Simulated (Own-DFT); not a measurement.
## Calculated data, SiC (2H silicon carbide, strained, atoms displaced)

A calculation, not a measurement: plane-wave PBE density functional theory by an unreviewed code, no spin, of a simulated periodic cell, stress positive in tension, free energy of the whole cell less one offset for each atom, forces on such cells passed a denser k mesh, this cell's mesh not checked; offsets are fitted by least squares, one for each functional and potential file, so energies compare only between cells with the same atoms and settings and are not formation energies; the far tail of each file's local potential was reset to the Coulomb form; each entry is a single point on an unrelaxed cell, so the pressure reflects the starting lattice, mostly measured values (interpolated for alloys), from which strain is counted, and rises with the displacements; printed positions are rounded, which can move forces by about a meV/angstrom; the program, named Own-DFT, is a retired in-house code; no spin-orbit coupling. Program: Own-DFT development build.

```cif
# cell vector a (Å): 9.1117 0.0920 0.1073
# cell vector b (Å): -4.4762 7.8490 -0.0527
# cell vector c (Å): 0.1168 0.0012 9.9814
data_SiC
_symmetry_space_group_name_H-M 'P 1'
_symmetry_Int_Tables_number 1
_cell_length_a 9.1128
_cell_length_b 9.0358
_cell_length_c 9.9821
_cell_angle_alpha 90.660
_cell_angle_beta 88.655
_cell_angle_gamma 119.119
_cell_volume 717.86
loop_
_atom_site_label
_atom_site_type_symbol
_atom_site_fract_x
_atom_site_fract_y
_atom_site_fract_z
_atom_site_occupancy
Si1 Si 0.01143 0.01310 0.99831 1
Si2 Si 0.11266 0.21648 0.25735 1
C1 C 0.01508 0.01125 0.18985 1
C2 C 0.11018 0.21877 0.43870 1
Si3 Si 0.99822 0.00456 0.49492 1
Si4 Si 0.10714 0.23023 0.75095 1
C3 C 0.98645 0.98995 0.68906 1
C4 C 0.10825 0.21943 0.93394 1
Si5 Si 0.00101 0.33964 0.99988 1
Si6 Si 0.11477 0.55799 0.24094 1
C5 C 0.01260 0.33801 0.18923 1
C6 C 0.11117 0.55610 0.44609 1
Si7 Si 0.00949 0.32889 0.50162 1
Si8 Si 0.10332 0.55123 0.75444 1
C7 C 0.99562 0.33688 0.68796 1
C8 C 0.10369 0.54235 0.93350 1
Si9 Si 0.99735 0.66043 0.99882 1
Si10 Si 0.10490 0.88811 0.24864 1
C9 C 0.99919 0.66900 0.18782 1
C10 C 0.10905 0.88421 0.43273 1
Si11 Si 0.99135 0.66904 0.49811 1
Si12 Si 0.11015 0.88413 0.75197 1
C11 C 0.00174 0.66404 0.68864 1
C12 C 0.11188 0.88467 0.94290 1
Si13 Si 0.33160 0.00806 0.00198 1
Si14 Si 0.44323 0.21272 0.25151 1
C13 C 0.33361 0.00405 0.19185 1
C14 C 0.44429 0.21872 0.43968 1
Si15 Si 0.34431 0.00369 0.49986 1
Si16 Si 0.43658 0.20771 0.75394 1
C15 C 0.32609 0.99377 0.67337 1
C16 C 0.43636 0.22122 0.93287 1
Si17 Si 0.33000 0.33359 0.00044 1
Si18 Si 0.43650 0.54673 0.24297 1
C17 C 0.32764 0.33708 0.19750 1
C18 C 0.44470 0.55812 0.43696 1
Si19 Si 0.34789 0.33947 0.49990 1
Si20 Si 0.43851 0.54842 0.74912 1
C19 C 0.33851 0.33909 0.68126 1
C20 C 0.45414 0.56310 0.93508 1
Si21 Si 0.33917 0.67559 0.99897 1
Si22 Si 0.43802 0.89544 0.24432 1
C21 C 0.34167 0.65524 0.18744 1
C22 C 0.43791 0.89337 0.43450 1
Si23 Si 0.34349 0.67472 0.50751 1
Si24 Si 0.44303 0.88986 0.74437 1
C23 C 0.32818 0.66067 0.68827 1
C24 C 0.44426 0.87999 0.93773 1
Si25 Si 0.65689 0.98339 0.00315 1
Si26 Si 0.77267 0.21743 0.25215 1
C25 C 0.65973 0.99041 0.17474 1
C26 C 0.78280 0.22025 0.43953 1
Si27 Si 0.67107 0.99966 0.49461 1
Si28 Si 0.78440 0.22555 0.74791 1
C27 C 0.66737 0.99126 0.68848 1
C28 C 0.78306 0.23020 0.94355 1
Si29 Si 0.65527 0.33542 0.00002 1
Si30 Si 0.76943 0.55305 0.25088 1
C29 C 0.65725 0.32174 0.18330 1
C30 C 0.77092 0.54787 0.44089 1
Si31 Si 0.66631 0.33442 0.50493 1
Si32 Si 0.76448 0.55330 0.76352 1
C31 C 0.67365 0.34171 0.68909 1
C32 C 0.77817 0.55394 0.93858 1
Si33 Si 0.66928 0.68158 0.99515 1
Si34 Si 0.78653 0.89786 0.25174 1
C33 C 0.66007 0.67007 0.19286 1
C34 C 0.77879 0.88922 0.44883 1
Si35 Si 0.66551 0.67362 0.49762 1
Si36 Si 0.77494 0.88925 0.74701 1
C35 C 0.67525 0.66609 0.68380 1
C36 C 0.78198 0.89512 0.93639 1
_calc_functional 'PBE'
_calc_potential_files 'PseudoDojo norm-conserving, scalar-relativistic, standard set'
_calc_wave_cutoff 42  # hartree
_calc_occupations 'Fermi-Dirac'
_calc_smearing_width 0.1  # eV
_calc_hardware 'one NVIDIA H100'
_calc_k_mesh '4 x 4 x 3 centred on Gamma'
_calc_free_energy_of_cell_above_offsets '-2.912'  # eV
_calc_pressure 15.05  # GPa
_calc_stress_xx -13.3  # GPa
_calc_stress_yy -17.31  # GPa
_calc_stress_zz -14.52  # GPa
_calc_stress_yz 1.13  # GPa
_calc_stress_xz 3.36  # GPa
_calc_stress_xy 5.92  # GPa
_calc_wall_time 341  # s
```

Force:
| element | x (eV/Å) | y (eV/Å) | z (eV/Å) |
| --- | --- | --- | --- |
| Si | -1.064 | -2.773 | 0.496 |
| Si | -1.156 | 2.615 | -0.473 |
| C | -2.17 | -1.836 | -1.384 |
| C | 2.178 | 0.603 | 0.297 |
| Si | 1.82 | -1.612 | 2.225 |
| Si | 1.395 | -1.818 | -1.425 |
| C | 2.435 | 2.617 | -0.551 |
| C | 0.53 | 2.471 | 0.401 |
| Si | 0.127 | -2.913 | 1.501 |
| Si | 0.338 | -0.034 | 2.991 |
| C | -1.858 | -1.636 | -0.327 |
| C | 0.607 | 0.258 | -1.639 |
| Si | -2.754 | 2.249 | -0.252 |
| Si | 0.535 | 0.935 | -2.034 |
| C | 1.654 | -0.53 | -0.487 |
| C | 0.929 | 3.688 | 1.204 |
| Si | -0.191 | 0.198 | 0.383 |
| Si | 1.646 | -0.428 | 0.74 |
| C | -0.293 | -0.852 | -0.722 |
| C | -0.275 | 1.52 | 0.699 |
| Si | 1.797 | -1.219 | 0.915 |
| Si | -1.223 | -0.119 | -0.84 |
| C | -1.864 | 0.213 | 0.62 |
| C | 0.085 | 0.749 | -0.784 |
| Si | 1.226 | -2.016 | 0.087 |
| Si | -1.304 | 2.766 | 0.874 |
| C | -1.579 | -1.311 | -2.02 |
| C | 1.12 | 0.712 | -0.623 |
| Si | -3.846 | -0.357 | -1.692 |
| Si | 0.061 | 2.188 | -2.968 |
| C | 0.569 | 0.462 | 4.468 |
| C | 0.726 | 0.01 | 1.465 |
| Si | -0.857 | 1.107 | 0.482 |
| Si | 2.509 | 1.959 | 3.29 |
| C | 2.399 | -3.228 | -2.421 |
| C | 0.584 | 0.232 | -0.467 |
| Si | -2.199 | -0.4 | -0.493 |
| Si | 1.237 | 2.195 | -0.295 |
| C | -0.388 | -2.443 | 1.83 |
| C | -1.067 | -1.39 | 0.271 |
| Si | -0.354 | -3.841 | 0.508 |
| Si | 2.919 | -2.741 | 1.092 |
| C | -4.98 | 3.745 | -1.686 |
| C | 4.038 | -1.047 | -0.724 |
| Si | -2.427 | -1.414 | -2.017 |
| Si | 0.526 | -1.058 | 0.629 |
| C | 0.206 | 0.808 | 1.281 |
| C | -1.984 | 3.35 | -1.151 |
| Si | 0.098 | 3.612 | -3.163 |
| Si | 1.336 | 0.477 | -1.393 |
| C | 0.291 | 1.29 | 5.128 |
| C | -0.418 | 0.345 | -0.172 |
| Si | -2.344 | 0.41 | 1.458 |
| Si | -1.766 | -1.154 | 1.452 |
| C | -2.503 | 2.153 | -1.091 |
| C | -1.283 | -1.813 | -1.081 |
| Si | 2.151 | -0.836 | -0.499 |
| Si | 0.525 | -0.355 | -0.086 |
| C | 0.041 | 1.572 | 1.114 |
| C | -0.333 | 1.451 | -1.264 |
| Si | 0.576 | -0.716 | -0.339 |
| Si | 2.743 | 0.63 | -3.34 |
| C | -0.979 | -2.431 | 0.866 |
| C | -1.28 | 0.858 | 2.073 |
| Si | 1.447 | -1.878 | 1.683 |
| Si | -0.98 | -1.306 | -0.156 |
| C | 1.654 | 0.198 | -1.244 |
| C | 0.555 | 0.605 | -3.502 |
| Si | 0.859 | -2.601 | 0.708 |
| Si | 0.866 | -1.686 | 1.063 |
| C | -2.838 | 0.204 | 0.766 |
| C | 1.219 | 0.341 | -0.26 |
